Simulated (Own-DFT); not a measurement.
# Which defects push the lattice out? C40 NbSi2

Calculated, not measured: single-point runs of Own-DFT, a retired in-house plane-wave DFT program that no person has reviewed, on unrelaxed cells, without spin or spin-orbit coupling.

Method: PBE; PseudoDojo norm-conserving scalar-relativistic files; cutoff 42 hartree; 4 x 4 x 5 k mesh centred on Gamma; cold (Marzari-Vanderbilt) smearing of 0.2 eV.

Limits: forces on such cells failed a check on a denser k mesh; stress not checked against mesh or cutoff.

All runs share one cell, with vectors in Å (0.000, 8.324, 0.000); (-9.613, 0.000, 0.000); (0.000, 0.000, 6.586) and a volume of 527.0 Å³. Atoms were moved at random from their sites; u is the rms move along one axis. The defect's site can differ from row to row.

```
cell,formula,u (Å),P (GPa)
no defect,Nb12Si24,0.0180,1.50
no defect,Nb12Si24,0.0489,2.48
no defect,Nb12Si24,0.0526,2.70
one Si vacancy,Nb12Si23,0.0302,1.06
one Si vacancy,Nb12Si23,0.0471,1.75
one Si vacancy,Nb12Si23,0.0517,1.87
two Nb on a Si site each,Nb14Si22,0.0267,7.71
two Nb on a Si site each,Nb14Si22,0.0282,7.58
two Nb on a Si site each,Nb14Si22,0.0497,8.19
two Nb vacancies,Nb10Si24,0.0290,-0.01
two Nb vacancies,Nb10Si24,0.0478,0.77
two Nb vacancies,Nb10Si24,0.0490,0.44
two Si on a Nb site each,Nb10Si26,0.0260,1.63
two Si on a Nb site each,Nb10Si26,0.0291,1.68
two Si on a Nb site each,Nb10Si26,0.0459,2.40
two Si on a Nb site each,Nb10Si26,0.0510,?
```

## Working it out

P = P0 + c u² + a shift for each defect gives P0 = 1.42 GPa, c = 442 ± 41 GPa/Å² and a scatter of 0.13 GPa. The shifts, and each times the cell's volume:

- two Nb on a Si site each: 5.83 ± 0.11 GPa, 19.2 eV (9.6 eV for each of its 2 sites)
- two Si on a Nb site each: -0.05 ± 0.11 GPa, -0.2 eV (-0.1 eV for each of its 2 sites) (not resolved)
- one Si vacancy: -0.71 ± 0.10 GPa, -2.3 eV
- two Nb vacancies: -1.83 ± 0.10 GPa, -6.0 eV (-3.0 eV for each of its 2 sites)

Against the defect-free cell, a freed cell would be larger where the shift is positive and smaller where it is negative (160.2 GPa Å³ is 1 eV). The atoms around the defects weren't relaxed, which would change these numbers.

## The run left out

Question: what pressure belongs in the blank (two Si on a Nb site each, u = 0.0510 Å)?

From the fit: 2.52 ± 0.16 GPa. The run itself gave 2.55 GPa.
